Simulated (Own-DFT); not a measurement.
# Computed records: AlGa₃N₄ (wurtzite random alloy, strained, atoms displaced)

Computed with Own-DFT development build. A calculation, not a measurement: plane-wave density functional theory by an unreviewed code, no spin, of a simulated periodic cell, stress positive in tension, run twice, with PBE and with PBEsol, both on files made for PBE, so the change isn't that of files made for PBEsol, forces on such cells passed a denser k mesh, this cell's mesh not checked; the far tail of each file's local potential was reset to the Coulomb form; each entry is a single point on an unrelaxed cell, so the pressure reflects the starting lattice, mostly measured values (interpolated for alloys), from which strain is counted, and rises with the displacements; printed positions are rounded, which can move forces by about a meV/angstrom; the program, named Own-DFT, is a retired in-house code; no spin-orbit coupling; stress was not checked against mesh or cutoff.

Common to all runs: functional PBE, then PBEsol; potential files PseudoDojo norm-conserving, scalar-relativistic, standard set; wave cutoff 42 hartree; occupations Fermi-Dirac; smearing width 0.1 eV; k mesh 4 x 4 x 3 centred on Gamma.

```json
{"entry": 1, "formula": "AlGa3N4", "kind": "wurtzite random alloy, strained, atoms displaced", "structure": {"cell_angstrom": [[9.7232, 0.0, 0.0], [-4.8616, 8.4205, 0.0], [0.0, 0.0, 10.2685]], "atoms_fractional": [["Al", 0.11889, 0.22382, 0.9946], ["Ga", 0.22015, 0.12118, 0.2561], ["N", 0.10688, 0.22006, 0.19176], ["N", 0.22677, 0.12505, 0.44078], ["Ga", 0.11198, 0.2147, 0.50172], ["Al", 0.20962, 0.10242, 0.74882], ["N", 0.11281, 0.23006, 0.69396], ["N", 0.22528, 0.10783, 0.94063], ["Ga", 0.10687, 0.54496, 0.00243], ["Ga", 0.22311, 0.44776, 0.2441], ["N", 0.11746, 0.5539, 0.1904], ["N", 0.22472, 0.44706, 0.43996], ["Al", 0.11308, 0.56062, 0.49243], ["Ga", 0.21734, 0.44734, 0.74803], ["N", 0.11084, 0.56107, 0.67545], ["N", 0.2252, 0.4481, 0.93515], ["Al", 0.10365, 0.88156, 0.99394], ["Ga", 0.22758, 0.78229, 0.24962], ["N", 0.11885, 0.89149, 0.19209], ["N", 0.22175, 0.78601, 0.44381], ["Al", 0.11318, 0.89815, 0.5001], ["Ga", 0.23359, 0.78415, 0.75281], ["N", 0.11479, 0.89305, 0.68601], ["N", 0.22579, 0.77595, 0.94385], ["Ga", 0.43032, 0.21284, 0.00282], ["Ga", 0.56334, 0.1109, 0.25798], ["N", 0.44385, 0.23168, 0.19255], ["N", 0.56337, 0.11593, 0.44025], ["Ga", 0.44744, 0.23293, 0.4975], ["Ga", 0.55709, 0.11099, 0.74361], ["N", 0.45939, 0.23318, 0.69017], ["N", 0.55025, 0.10666, 0.95385], ["Ga", 0.44789, 0.56105, 0.99855], ["Al", 0.55107, 0.4385, 0.25502], ["N", 0.44057, 0.5474, 0.18646], ["N", 0.54654, 0.43738, 0.4398], ["Al", 0.44382, 0.55593, 0.49965], ["Al", 0.56451, 0.44658, 0.73963], ["N", 0.43411, 0.55328, 0.68479], ["N", 0.54306, 0.43911, 0.93735], ["Al", 0.44211, 0.8861, 0.99499], ["Ga", 0.55039, 0.77904, 0.25702], ["N", 0.4528, 0.89242, 0.19178], ["N", 0.56668, 0.77926, 0.44041], ["Ga", 0.44985, 0.89705, 0.50079], ["Ga", 0.55464, 0.77676, 0.75758], ["N", 0.45374, 0.89518, 0.69009], ["N", 0.55286, 0.77232, 0.94913], ["Ga", 0.78457, 0.2303, 0.00301], ["Ga", 0.89051, 0.11568, 0.25559], ["N", 0.78803, 0.22864, 0.1879], ["N", 0.89044, 0.11054, 0.44407], ["Ga", 0.77603, 0.22704, 0.50181], ["Ga", 0.88585, 0.11685, 0.74664], ["N", 0.77829, 0.22923, 0.68674], ["N", 0.89516, 0.11911, 0.9373], ["Ga", 0.78018, 0.55981, 0.01159], ["Ga", 0.88147, 0.4391, 0.25156], ["N", 0.77707, 0.55598, 0.19115], ["N", 0.88824, 0.44496, 0.43775], ["Ga", 0.77084, 0.55132, 0.49513], ["Ga", 0.88293, 0.438, 0.74439], ["N", 0.78124, 0.56273, 0.68704], ["N", 0.8884, 0.44589, 0.94723], ["Ga", 0.77368, 0.88748, 0.99625], ["Ga", 0.88016, 0.76214, 0.25095], ["N", 0.78085, 0.89887, 0.19495], ["N", 0.89026, 0.78315, 0.43984], ["Ga", 0.77133, 0.88483, 0.5055], ["Ga", 0.8883, 0.77065, 0.74926], ["N", 0.78306, 0.89862, 0.68781], ["N", 0.88781, 0.77798, 0.93701]]}, "results": {"PBE_pressure [GPa]": -1.07, "PBE_stress_xx [GPa]": 4.49, "PBE_stress_yy [GPa]": 2.52, "PBE_stress_zz [GPa]": -3.8, "PBE_stress_yz [GPa]": -0.67, "PBE_stress_xz [GPa]": -0.51, "PBE_stress_xy [GPa]": 0.01, "PBEsol_pressure [GPa]": -5.61, "PBEsol_stress_xx [GPa]": 8.96, "PBEsol_stress_yy [GPa]": 7.05, "PBEsol_stress_zz [GPa]": 0.83, "PBEsol_stress_yz [GPa]": -0.66, "PBEsol_stress_xz [GPa]": -0.49, "PBEsol_stress_xy [GPa]": 0.01, "force_element": ["Al", "Ga", "N", "N", "Ga", "Al", "N", "N", "Ga", "Ga", "N", "N", "Al", "Ga", "N", "N", "Al", "Ga", "N", "N", "Al", "Ga", "N", "N", "Ga", "Ga", "N", "N", "Ga", "Ga", "N", "N", "Ga", "Al", "N", "N", "Al", "Al", "N", "N", "Al", "Ga", "N", "N", "Ga", "Ga", "N", "N", "Ga", "Ga", "N", "N", "Ga", "Ga", "N", "N", "Ga", "Ga", "N", "N", "Ga", "Ga", "N", "N", "Ga", "Ga", "N", "N", "Ga", "Ga", "N", "N"], "PBE_force_x [eV/angstrom]": [-0.691, 0.775, 0.148, 1.3, -1.923, 0.808, 0.778, -2.462, 0.272, 0.737, -1.759, -0.224, 0.343, 0.014, -0.231, -0.143, 0.935, -0.005, -1.166, 0.141, 0.112, -0.896, -0.072, -0.735, 1.866, -0.734, 0.774, -1.031, 0.447, -0.415, -1.488, 0.684, 0.099, -0.642, 1.039, -0.04, -0.8, -1.618, 2.081, 1.56, 0.329, 1.399, -0.888, -2.187, 0.024, 0.565, -0.142, -0.932, -0.558, 0.409, -0.911, -0.564, 1.535, 0.775, 0.034, 0.363, -0.967, 1.179, -0.858, 0.249, 0.642, 0.541, -0.468, -0.353, 0.506, 0.022, 0.214, 0.759, 1.334, -0.301, -0.116, 0.528], "PBE_force_y [eV/angstrom]": [-0.085, -0.992, 0.716, -2.339, 2.032, 1.706, -1.687, -1.397, 0.958, -1.028, 0.713, 0.577, -0.114, 0.439, -0.088, -1.096, 0.825, -0.031, -0.223, -0.271, -0.617, -0.882, 0.291, 0.288, 1.491, 0.363, -0.767, -0.062, -2.18, 0.817, -0.982, -0.195, -1.932, 0.806, 0.806, 2.664, 0.102, 0.238, 0.53, 0.529, 0.573, -0.408, -0.065, -1.417, -1.088, -0.34, -0.561, 1.877, -1.442, -0.393, -0.642, 0.235, -0.122, 0.055, -1.066, -0.291, -0.992, 0.863, -1.771, 0.622, 1.095, 2.231, -1.62, 0.486, 1.242, 3.565, -1.629, -0.456, 1.08, 1.645, -1.224, 0.041], "PBE_force_z [eV/angstrom]": [0.554, -1.373, -1.628, 0.78, 0.44, 0.449, -0.148, -1.244, -0.259, 1.143, 0.246, 0.114, -0.065, -0.462, 1.306, 0.858, 1.365, -0.01, -1.164, 0.008, -0.628, -0.67, 0.226, -0.184, 0.181, -2.228, 0.733, 0.785, 1.062, 1.864, -0.29, -1.559, 0.272, -1.242, 1.178, -0.729, -0.168, 1.884, 0.024, -0.861, 1.555, -1.427, -0.851, 0.819, -0.37, -0.95, 0.192, -1.264, -0.547, -0.287, 0.979, 0.396, -0.713, 0.412, 0.429, 0.276, -2.634, -0.38, 1.403, 0.544, 0.174, 1.001, -0.217, -1.371, 1.307, 0.299, -0.879, 0.643, -0.982, -0.349, 1.565, 0.667], "PBEsol_force_x [eV/angstrom]": [-0.675, 0.756, 0.149, 1.251, -1.878, 0.825, 0.643, -2.273, 0.272, 0.715, -1.704, -0.221, 0.34, 0.021, -0.212, -0.156, 0.94, -0.006, -1.124, 0.266, 0.107, -0.877, -0.069, -0.74, 1.82, -0.708, 0.732, -0.993, 0.443, -0.404, -1.365, 0.659, 0.097, -0.614, 0.885, 0.081, -0.784, -1.615, 1.932, 1.502, 0.341, 1.361, -0.859, -2.126, 0.026, 0.54, -0.148, -0.78, -0.544, 0.406, -0.892, -0.544, 1.482, 0.753, 0.035, 0.23, -0.93, 1.15, -0.727, 0.114, 0.64, 0.529, -0.331, -0.33, 0.483, 0.021, 0.202, 0.618, 1.291, -0.292, -0.12, 0.379], "PBEsol_force_y [eV/angstrom]": [-0.071, -0.953, 0.7, -2.158, 1.997, 1.715, -1.582, -1.296, 0.941, -1.005, 0.688, 0.436, -0.119, 0.436, -0.097, -0.945, 0.814, -0.014, -0.229, -0.204, -0.6, -0.876, 0.128, 0.153, 1.454, 0.336, -0.921, -0.064, -2.109, 0.808, -1.089, -0.034, -1.881, 0.829, 0.847, 2.518, 0.107, 0.265, 0.567, 0.519, 0.548, -0.363, -0.07, -1.247, -1.047, -0.33, -0.54, 1.759, -1.397, -0.385, -0.619, 0.229, -0.121, 0.056, -1.039, -0.344, -0.966, 0.829, -1.651, 0.531, 1.065, 2.176, -1.501, 0.458, 1.193, 3.476, -1.595, -0.529, 1.058, 1.589, -1.195, -0.038], "PBEsol_force_z [eV/angstrom]": [0.556, -1.323, -1.464, 0.716, 0.418, 0.441, -0.198, -1.159, -0.249, 1.125, 0.221, 0.019, -0.104, -0.444, 1.451, 0.795, 1.35, 0.006, -1.027, -0.082, -0.648, -0.651, 0.316, -0.283, 0.186, -2.153, 0.646, 0.75, 1.042, 1.795, -0.38, -1.565, 0.27, -1.234, 1.097, -0.595, -0.185, 1.868, 0.148, -0.719, 1.54, -1.379, -0.703, 0.745, -0.352, -0.925, 0.185, -1.295, -0.514, -0.273, 0.959, 0.371, -0.686, 0.408, 0.408, 0.212, -2.556, -0.361, 1.318, 0.477, 0.188, 0.967, -0.266, -1.326, 1.279, 0.316, -0.868, 0.572, -0.963, -0.333, 1.506, 0.596], "rms_change_of_force_components_from_PBE_to_PBEsol [eV/angstrom]": 0.068}}
{"entry": 2, "formula": "AlGa3N4", "kind": "wurtzite random alloy, strained, atoms displaced", "structure": {"cell_angstrom": [[9.7232, 0.0, 0.0], [-4.8616, 8.4205, 0.0], [0.0, 0.0, 10.2685]], "atoms_fractional": [["Ga", 0.11401, 0.22246, 0.00397], ["Ga", 0.22197, 0.11091, 0.25143], ["N", 0.10514, 0.21045, 0.19358], ["N", 0.21867, 0.09931, 0.43792], ["Ga", 0.10901, 0.21327, 0.49885], ["Al", 0.22945, 0.11097, 0.75425], ["N", 0.10219, 0.2142, 0.68968], ["N", 0.21856, 0.11168, 0.94339], ["Al", 0.09982, 0.55011, 0.99463], ["Ga", 0.21504, 0.43987, 0.25034], ["N", 0.11774, 0.56833, 0.18982], ["N", 0.22334, 0.44091, 0.44191], ["Ga", 0.11225, 0.55781, 0.49531], ["Ga", 0.21993, 0.44292, 0.74229], ["N", 0.11417, 0.56338, 0.68855], ["N", 0.22742, 0.44288, 0.94028], ["Ga", 0.11597, 0.8865, 0.00746], ["Ga", 0.22411, 0.77746, 0.2447], ["N", 0.11024, 0.89085, 0.19803], ["N", 0.22096, 0.77921, 0.44217], ["Ga", 0.11083, 0.87737, 0.50238], ["Ga", 0.22634, 0.78454, 0.75342], ["N", 0.10678, 0.88553, 0.6818], ["N", 0.22033, 0.77887, 0.93893], ["Ga", 0.45095, 0.22051, 0.01013], ["Ga", 0.55104, 0.11213, 0.24558], ["N", 0.44247, 0.22551, 0.18592], ["N", 0.55716, 0.10998, 0.44474], ["Ga", 0.44675, 0.22082, 0.4971], ["Ga", 0.54992, 0.10346, 0.74172], ["N", 0.44053, 0.2118, 0.6934], ["N", 0.55793, 0.11465, 0.93312], ["Ga", 0.43894, 0.54682, 0.00133], ["Ga", 0.55093, 0.44229, 0.25202], ["N", 0.44671, 0.55361, 0.18688], ["N", 0.55819, 0.45197, 0.43237], ["Ga", 0.44467, 0.55956, 0.50141], ["Ga", 0.55867, 0.43584, 0.74506], ["N", 0.45158, 0.56338, 0.68887], ["N", 0.54547, 0.44414, 0.93746], ["Ga", 0.44311, 0.88513, 0.00602], ["Al", 0.55547, 0.77503, 0.24496], ["N", 0.44391, 0.8929, 0.19102], ["N", 0.55512, 0.77415, 0.43391], ["Al", 0.44953, 0.8888, 0.50459], ["Ga", 0.54659, 0.77622, 0.75211], ["N", 0.43589, 0.88261, 0.69174], ["N", 0.55247, 0.78006, 0.93107], ["Al", 0.77622, 0.22868, 0.00345], ["Ga", 0.88407, 0.11706, 0.25302], ["N", 0.77127, 0.22376, 0.18635], ["N", 0.87971, 0.1077, 0.43733], ["Al", 0.78422, 0.22475, 0.49182], ["Ga", 0.89063, 0.11605, 0.75764], ["N", 0.78118, 0.22848, 0.68471], ["N", 0.88215, 0.1056, 0.93531], ["Al", 0.77783, 0.56441, 0.99669], ["Al", 0.89286, 0.44599, 0.24748], ["N", 0.77564, 0.55803, 0.19346], ["N", 0.89009, 0.44994, 0.44601], ["Ga", 0.77283, 0.54813, 0.49172], ["Al", 0.8968, 0.44551, 0.75082], ["N", 0.76299, 0.54847, 0.69081], ["N", 0.89926, 0.45254, 0.93973], ["Ga", 0.78113, 0.88674, 0.99646], ["Ga", 0.88305, 0.77582, 0.24754], ["N", 0.77955, 0.89637, 0.18694], ["N", 0.89094, 0.78347, 0.43684], ["Ga", 0.77026, 0.87372, 0.49954], ["Ga", 0.89791, 0.79042, 0.75689], ["N", 0.78151, 0.87906, 0.68695], ["N", 0.89501, 0.78216, 0.93667]]}, "results": {"PBE_pressure [GPa]": -1.02, "PBE_stress_xx [GPa]": 3.1, "PBE_stress_yy [GPa]": 4.76, "PBE_stress_zz [GPa]": -4.8, "PBE_stress_yz [GPa]": -0.36, "PBE_stress_xz [GPa]": 0.53, "PBE_stress_xy [GPa]": 0.12, "PBEsol_pressure [GPa]": -5.58, "PBEsol_stress_xx [GPa]": 7.66, "PBEsol_stress_yy [GPa]": 9.22, "PBEsol_stress_zz [GPa]": -0.13, "PBEsol_stress_yz [GPa]": -0.35, "PBEsol_stress_xz [GPa]": 0.52, "PBEsol_stress_xy [GPa]": 0.07, "force_element": ["Ga", "Ga", "N", "N", "Ga", "Al", "N", "N", "Al", "Ga", "N", "N", "Ga", "Ga", "N", "N", "Ga", "Ga", "N", "N", "Ga", "Ga", "N", "N", "Ga", "Ga", "N", "N", "Ga", "Ga", "N", "N", "Ga", "Ga", "N", "N", "Ga", "Ga", "N", "N", "Ga", "Al", "N", "N", "Al", "Ga", "N", "N", "Al", "Ga", "N", "N", "Al", "Ga", "N", "N", "Al", "Al", "N", "N", "Ga", "Al", "N", "N", "Ga", "Ga", "N", "N", "Ga", "Ga", "N", "N"], "PBE_force_x [eV/angstrom]": [-0.673, 0.003, -0.725, 0.223, -0.369, -1.438, 1.902, 1.201, 2.813, 0.79, -0.771, -0.513, 0.33, 0.549, -0.397, -2.477, -0.79, -0.648, 0.349, 2.34, -1.348, -1.177, 0.862, 0.495, -0.961, 0.071, 0.241, 0.766, -0.718, 1.234, -1.071, 0.663, -0.051, 0.28, -1.019, -0.437, 0.243, -1.913, -0.544, 2.627, 0.163, 0.11, 1.152, -1.324, -0.611, 1.638, 0.946, 0.437, 0.433, 0.593, 0.459, 0.318, -0.69, -0.596, 0.088, -0.421, -0.184, -0.826, 1.107, 0.881, -0.36, -1.383, 3.494, -2.149, -1.083, 0.155, -0.876, 0.482, 0.144, -0.114, -2.037, 0.115], "PBE_force_y [eV/angstrom]": [-0.285, -0.434, 1.528, 1.134, -0.19, -0.419, 0.505, -0.551, 1.453, 0.255, -2.923, -0.105, 0.057, 0.092, -0.873, 0.101, 0.872, 1.261, -0.551, -0.142, 0.792, -0.825, 1.301, -1.06, 0.354, -0.013, -0.431, -0.23, 0.018, 0.945, 0.419, -0.029, 1.265, 0.495, 0.873, -1.356, -0.41, 0.109, -1.652, -0.086, 0.557, 0.325, -0.74, 0.756, -0.344, 0.215, 0.748, -0.417, -0.847, -1.022, 1.401, 0.327, -0.01, -0.961, -0.021, 1.405, -0.835, 0.701, -1.014, -1.729, 1.695, 0.114, 1.004, -1.291, 0.336, 0.909, -1.088, -1.303, 1.268, -1.677, 1.341, -1.064], "PBE_force_z [eV/angstrom]": [-0.642, 0.141, -0.165, 0.582, 0.091, -0.25, 0.172, -0.769, 0.704, -0.145, -1.156, -0.309, 0.689, 0.504, 0.488, -0.144, -0.254, 1.604, -0.997, -0.687, -1.222, -0.607, 2.584, 1.045, -3.395, 1.206, 2.316, -0.533, 0.326, 0.695, -0.917, 1.372, -0.727, -1.205, 0.928, 1.56, -0.143, 1.008, -0.112, 0.446, -1.61, 0.186, 0.42, -0.315, -0.938, -1.12, -1.564, 2.61, -1.66, -0.648, 0.141, 0.682, 1.462, -2.424, -0.076, 2.588, 0.067, 0.405, -1.562, -2.301, 1.541, -0.977, -0.412, -0.075, 0.045, 0.546, 0.185, -0.037, 0.28, -1.999, 0.498, 1.982], "PBEsol_force_x [eV/angstrom]": [-0.623, -0.007, -0.711, 0.213, -0.366, -1.446, 1.753, 1.163, 2.845, 0.791, -0.646, -0.507, 0.309, 0.541, -0.261, -2.318, -0.775, -0.643, 0.35, 2.17, -1.317, -1.132, 0.84, 0.478, -0.963, 0.063, 0.25, 0.622, -0.689, 1.185, -0.886, 0.528, -0.049, 0.265, -0.987, -0.414, 0.248, -1.862, -0.551, 2.473, 0.143, 0.109, 1.011, -1.174, -0.609, 1.594, 0.918, 0.422, 0.438, 0.606, 0.444, 0.452, -0.702, -0.563, 0.086, -0.314, -0.191, -0.815, 0.973, 0.852, -0.355, -1.383, 3.314, -2.175, -1.042, 0.159, -0.742, 0.458, 0.161, -0.13, -1.98, 0.105], "PBEsol_force_y [eV/angstrom]": [-0.291, -0.438, 1.51, 1.119, -0.181, -0.427, 0.554, -0.54, 1.467, 0.253, -2.778, -0.096, 0.072, 0.099, -0.787, 0.042, 0.868, 1.228, -0.54, -0.204, 0.769, -0.81, 1.155, -0.908, 0.342, -0.018, -0.426, -0.149, 0.001, 0.927, 0.492, -0.089, 1.193, 0.492, 0.709, -1.327, -0.395, 0.126, -1.612, -0.136, 0.551, 0.321, -0.663, 0.668, -0.35, 0.189, 0.738, -0.404, -0.847, -1.027, 1.236, 0.245, 0.005, -0.935, -0.162, 1.31, -0.839, 0.704, -0.918, -1.548, 1.656, 0.119, 0.995, -1.293, 0.359, 0.893, -1.007, -1.278, 1.226, -1.622, 1.305, -0.894], "PBEsol_force_z [eV/angstrom]": [-0.622, 0.145, -0.175, 0.551, 0.101, -0.251, 0.121, -0.604, 0.709, -0.124, -1.048, -0.318, 0.691, 0.502, 0.427, -0.17, -0.249, 1.574, -1.002, -0.703, -1.189, -0.592, 2.48, 0.979, -3.306, 1.175, 2.25, -0.604, 0.325, 0.706, -0.964, 1.308, -0.713, -1.165, 0.847, 1.511, -0.133, 0.993, -0.132, 0.403, -1.579, 0.169, 0.348, -0.196, -0.936, -1.07, -1.375, 2.538, -1.674, -0.622, 0.264, 0.584, 1.445, -2.354, 0.009, 2.467, 0.063, 0.423, -1.447, -2.18, 1.509, -0.976, -0.439, -0.075, 0.044, 0.56, 0.128, -0.045, 0.28, -1.951, 0.479, 1.872], "rms_change_of_force_components_from_PBE_to_PBEsol [eV/angstrom]": 0.066}}
```
